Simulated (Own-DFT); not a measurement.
# Strain and stress in wurtzite AlN, 128 atoms (Al64N64)

Calculated results; nothing here was measured. The program, named Own-DFT, is a retired in-house plane-wave density functional code that no person has reviewed. Each row is one single-point run on a periodic cell that was not relaxed, without spin or spin-orbit coupling.

Settings of every run: PBE; PseudoDojo norm-conserving scalar-relativistic files; cutoff 42 hartree; 3 x 3 x 3 k mesh centred on Gamma; Gaussian smearing of 0.01 eV.

Known limits: k mesh not checked against a denser one; stress not checked against mesh or cutoff.

Unstrained cell vectors in Å: (12.448, 0.000, 0.000); (-6.224, 10.780, 0.000); (0.000, 0.000, 9.964). The unstrained cell has measured lattice constants (interpolated for alloys), not those of this functional. That, the random moves and any unrelaxed bonds set the pressure at no strain. Each run strains this cell uniformly, with the atoms carried along. Every atom was also moved at random, by a Gaussian of width 0.05 Å on each axis. Strain is the symmetric tensor, in per cent. Stress is positive in tension, and the pressure is minus a third of its trace.

```
run,e_xx (%),e_yy (%),e_zz (%),e_yz (%),e_xz (%),e_xy (%),s_xx (GPa),s_yy (GPa),s_zz (GPa),s_yz (GPa),s_xz (GPa),s_xy (GPa),P (GPa),E (meV/atom)
1,-1.36,1.50,1.79,1.73,-0.04,0.47,-9.46,1.75,1.70,4.55,-0.52,1.79,2.00,10.0
2,0.01,1.24,-0.70,1.54,-0.20,-1.46,-6.60,1.19,-8.12,3.91,-0.52,-4.86,4.51,11.7
3,1.56,-0.50,-1.79,1.64,0.78,-0.30,-0.95,-7.27,-13.28,4.21,2.09,-0.78,7.17,26.9
4,0.24,-0.60,-0.51,-0.31,-1.61,-1.13,-5.87,-8.91,-8.11,-0.59,-3.97,-3.62,7.63,20.0
5,0.05,-1.12,-0.40,0.98,-1.86,0.11,-9.88,-10.85,-7.60,2.98,-4.30,1.21,9.44,41.2
6,0.92,-0.61,-1.63,-1.11,-1.49,0.73,-2.46,-9.13,-14.45,-2.45,-3.55,2.84,8.68,31.1
7,0.28,0.05,-0.61,-1.99,-1.70,1.00,-5.59,-5.86,-8.84,-4.49,-5.20,3.34,6.76,33.2
8,1.16,-0.28,-1.61,1.14,0.83,-0.91,-3.62,-6.10,-10.56,2.53,1.42,-2.72,6.76,13.8
9,-1.39,-1.81,-0.33,-1.62,-1.64,-0.11,-15.97,-16.91,-9.21,-4.97,-5.02,-0.69,14.03,36.8
10,1.43,-0.35,1.80,0.64,-1.22,1.10,2.34,-4.24,1.84,1.34,-3.06,3.57,0.02,4.2
11,-0.59,-1.89,-1.00,1.53,-1.16,1.72,-13.07,-16.18,-12.67,3.99,-2.70,6.71,13.97,54.2
12,1.94,0.82,-1.70,-0.20,0.66,-1.79,1.41,-1.62,-9.38,-0.71,1.50,-6.21,3.20,14.8
13,1.38,1.54,1.77,-1.70,-1.90,0.05,3.61,2.48,4.49,-3.91,-4.30,-0.14,-3.53,6.1
14,1.64,0.92,0.83,-0.39,-0.63,-0.31,4.26,0.08,-1.20,-0.82,-1.54,0.82,-1.05,0.0
15,0.68,0.92,-1.37,-0.12,-0.25,1.05,-2.63,-2.30,-10.55,0.16,-0.19,4.40,5.16,17.3
16,-1.87,1.47,-1.52,-1.13,0.10,-0.09,?,?,?,?,?,?,?,?
```

E is the free energy for each atom above the lowest run shown.

## Worked fit

Each stress component was fitted by least squares to a constant and the strains of the runs shown, as fractions, with shears doubled. Shear strains stay in the fit of a normal stress only where such slopes are resolved. The slopes, in GPa:

| stress | at no strain | per e_xx | per e_yy | per e_zz | scatter |
|---|---|---|---|---|---|
| s_xx | -6.6 | 506 ± 29 | 118 ± 28 | 105 ± 24 | 1.02 |
| s_yy | -5.8 | 85 ± 25 | 483 ± 25 | 52 ± 20 | 0.89 |
| s_zz | -5.9 | 73 ± 29 | 90 ± 29 | 413 ± 24 | 1.03 |

Each shear stress against twice its own strain: yz 136 ± 3, xz 100 ± 9, xy 177 ± 10 GPa. These are stiffnesses along x, y and z of the frame in which the cell vectors are given, which need not be the crystal's axes. The atoms are held to the strained lattice; where symmetry lets them move under strain, relaxing them would lower some slopes. The table should be nearly symmetric about its diagonal, and what it lacks of that shows the noise. A ninth of its sum, 214 ± 5 GPa, estimates the bulk modulus near the mean pressure of these runs, 5.7 GPa, so it lies above the value at zero pressure.

## Withheld run

Question: what normal stresses and pressure should run 16 give?

The fit gives s_xx = -15.9, s_yy = -1.1, s_zz = -12.3 and P = 9.8 GPa. The calculation gave -13.22, -2.87, -14.82 and P = 10.30 GPa.
